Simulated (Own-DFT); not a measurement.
# Computed records: SiC (4H silicon carbide, strained, atoms displaced)

A calculation, not a measurement: plane-wave PBE density functional theory by an unreviewed code, no spin, of a simulated periodic cell, stress positive in tension, free energy of the whole cell less one offset for each atom, forces on such cells passed a denser k mesh, this cell's mesh not checked; offsets are fitted by least squares, one for each functional and potential file, so energies compare only between cells with the same atoms and settings and are not formation energies; the far tail of each file's local potential was reset to the Coulomb form; each entry is a single point on an unrelaxed cell, so the pressure reflects the starting lattice, mostly measured values (interpolated for alloys), from which strain is counted, and rises with the displacements; printed positions are rounded, which can move forces by about a meV/angstrom; the program, named Own-DFT, is a retired in-house code; no spin-orbit coupling; before rounding, a Quantum ESPRESSO 7.3.1 run of the same cell and cutoff gave forces within 1 meV/angstrom rms on each cell, which checks the program and not the settings. Program: Own-DFT development build.

```cif
# cell vector a (Å): 9.2016 -0.1028 -0.1744
# cell vector b (Å): -4.6899 8.0858 0.2184
# cell vector c (Å): -0.1899 0.1649 9.9735
data_SiC
_symmetry_space_group_name_H-M 'P 1'
_symmetry_Int_Tables_number 1
_cell_length_a 9.2038
_cell_length_b 9.3500
_cell_length_c 9.9767
_cell_angle_alpha 87.295
_cell_angle_beta 92.187
_cell_angle_gamma 120.769
_cell_volume 736.78
loop_
_atom_site_label
_atom_site_type_symbol
_atom_site_fract_x
_atom_site_fract_y
_atom_site_fract_z
_atom_site_occupancy
Si1 Si 0.00473 0.99986 0.41606 1
Si2 Si 0.11443 0.23983 0.15621 1
C1 C 0.00062 0.00464 0.09693 1
C2 C 0.12452 0.22637 0.34343 1
Si3 Si 0.99497 0.33787 0.40121 1
Si4 Si 0.11406 0.55954 0.15421 1
C3 C 0.00625 0.32585 0.09744 1
C4 C 0.11880 0.55788 0.34068 1
Si5 Si 0.00444 0.67203 0.40198 1
Si6 Si 0.10578 0.88770 0.15367 1
C5 C 0.99728 0.66463 0.09430 1
C6 C 0.11018 0.89287 0.34731 1
Si7 Si 0.32797 0.99431 0.40579 1
Si8 Si 0.44620 0.22232 0.14801 1
C7 C 0.33009 0.99064 0.09098 1
C8 C 0.44086 0.20775 0.33852 1
Si9 Si 0.33384 0.32855 0.40273 1
Si10 Si 0.43972 0.55774 0.15858 1
C9 C 0.34414 0.33779 0.09808 1
C10 C 0.44287 0.55128 0.34123 1
Si11 Si 0.33253 0.66873 0.40312 1
Si12 Si 0.44937 0.89303 0.16024 1
C11 C 0.32903 0.66892 0.09819 1
C12 C 0.43874 0.88304 0.34857 1
Si13 Si 0.66410 0.00225 0.41149 1
Si14 Si 0.77901 0.22115 0.15363 1
C13 C 0.65631 0.98571 0.09123 1
C14 C 0.77505 0.24044 0.34266 1
Si15 Si 0.66487 0.33513 0.40114 1
Si16 Si 0.76786 0.55432 0.15789 1
C15 C 0.67464 0.34561 0.09192 1
C16 C 0.77531 0.56582 0.34822 1
Si17 Si 0.67020 0.67557 0.40207 1
Si18 Si 0.76784 0.87512 0.16723 1
C17 C 0.66279 0.65775 0.09678 1
C18 C 0.77487 0.87553 0.33555 1
Si19 Si 0.01201 0.00355 0.91022 1
Si20 Si 0.88683 0.77918 0.65015 1
C19 C 0.99915 0.99856 0.58598 1
C20 C 0.90225 0.78650 0.84216 1
Si21 Si 0.00217 0.65739 0.91044 1
Si22 Si 0.90140 0.44854 0.64982 1
C21 C 0.99707 0.65687 0.59640 1
C22 C 0.88701 0.46113 0.84994 1
Si23 Si 0.99700 0.33472 0.90286 1
Si24 Si 0.88242 0.10941 0.66260 1
C23 C 0.99666 0.33187 0.58887 1
C24 C 0.88741 0.10921 0.85142 1
Si25 Si 0.66463 0.00744 0.90574 1
Si26 Si 0.55814 0.77301 0.65640 1
C25 C 0.65735 0.99095 0.59345 1
C26 C 0.54904 0.77430 0.84430 1
Si27 Si 0.66315 0.65743 0.89998 1
Si28 Si 0.55449 0.44444 0.65406 1
C27 C 0.66484 0.66247 0.59939 1
C28 C 0.56547 0.44832 0.85016 1
Si29 Si 0.67215 0.33425 0.90847 1
Si30 Si 0.55832 0.11353 0.65817 1
C29 C 0.67096 0.34192 0.58688 1
C30 C 0.55328 0.10681 0.84138 1
Si31 Si 0.34314 0.99982 0.90367 1
Si32 Si 0.21858 0.76923 0.65580 1
C31 C 0.33451 0.00251 0.59005 1
C32 C 0.21595 0.77954 0.84769 1
Si33 Si 0.32803 0.66700 0.91026 1
Si34 Si 0.22055 0.44758 0.65473 1
C33 C 0.34083 0.66129 0.58975 1
C34 C 0.23384 0.44881 0.84399 1
Si35 Si 0.33451 0.32919 0.91046 1
Si36 Si 0.21971 0.11437 0.65492 1
C35 C 0.32793 0.32685 0.59042 1
C36 C 0.22019 0.10572 0.84970 1
_calc_functional 'PBE'
_calc_potential_files 'PseudoDojo norm-conserving, scalar-relativistic, standard set'
_calc_wave_cutoff 42  # hartree
_calc_occupations 'Fermi-Dirac'
_calc_smearing_width 0.1  # eV
_calc_k_mesh '4 x 4 x 3 centred on Gamma'
_calc_free_energy_of_cell_above_offsets '-4.036'  # eV
_calc_pressure 8.45  # GPa
_calc_stress_xx -7.91  # GPa
_calc_stress_yy -5.4  # GPa
_calc_stress_zz -12.03  # GPa
_calc_stress_yz 6.22  # GPa
_calc_stress_xz -6.72  # GPa
_calc_stress_xy -4.75  # GPa
```

Force:
```csv
element,x (eV/Å),y (eV/Å),z (eV/Å)
Si,-0.596,0.55,-5.348
Si,5.657,-4.746,1.51
C,-0.48,-0.043,0.21
C,-4.015,-1.293,0.033
Si,2.123,-0.287,0.149
Si,-0.888,-0.978,0.535
C,-5.372,3.53,-2.29
C,-2.241,-0.028,0.279
Si,-0.033,-1.104,0.654
Si,0.333,0.288,0.415
C,-0.444,-0.045,0.798
C,-0.046,-0.775,-0.73
Si,0.933,0.353,0.032
Si,0.61,-1.21,1.335
C,0.011,1.668,0.171
C,-0.467,2.026,0.106
Si,1.729,0.786,0.354
Si,1.227,-0.505,-0.8
C,-2.232,0.187,-0.926
C,-0.309,0.905,1.267
Si,1.874,-1.519,0.605
Si,-1.469,-1.316,-0.016
C,1.089,0.274,-0.767
C,0.38,1.698,-0.693
Si,0.328,0.017,-1.744
Si,-0.382,-0.181,0.272
C,1.022,2.258,0.921
C,2.276,-3.125,-0.713
Si,-1.672,0.993,0.619
Si,2.148,0.551,0.654
C,0.4,-2.578,0.218
C,1.193,-1.334,-0.888
Si,-0.712,-3.603,1.941
Si,1.135,1.179,-6.077
C,-1.732,1.592,-1.336
C,-0.843,4.763,5.038
Si,-2.42,-1.703,0.739
Si,1.624,-0.709,1.902
C,-1.172,0.459,4.07
C,-1.191,-1.082,0.173
Si,-2.106,4.354,0.322
Si,-2.44,-1.739,1.438
C,-0.249,2.946,-1.835
C,2.734,-4.721,-2.531
Si,1.013,0.353,0.533
Si,0.701,-0.212,-1.071
C,0.369,-0.285,0.967
C,0.044,0.934,-1.066
Si,1.91,-3.081,0.259
Si,-0.579,-0.25,0.786
C,0.764,1.525,0.959
C,0.553,0.824,0.227
Si,0.445,3.233,1.56
Si,0.48,-1.008,0.704
C,-0.412,1.093,-1.842
C,-1.221,-2.426,-1.912
Si,-1.111,0.124,-0.443
Si,-0.581,0.166,-2.028
C,0.365,-1.192,1.527
C,0.468,2.418,0.407
Si,-2.653,-1.194,0.803
Si,0.741,1.373,0.164
C,-0.387,-0.693,1.474
C,2.061,-0.407,-1.043
Si,0.894,0.232,-0.651
Si,1.431,-1.181,-0.16
C,-1.973,0.703,0.247
C,-2.051,-0.652,0.223
Si,0.49,0.635,-0.369
Si,1.2,-1.318,0.597
C,-0.016,1.568,0.591
C,1.741,1.965,-1.511
```
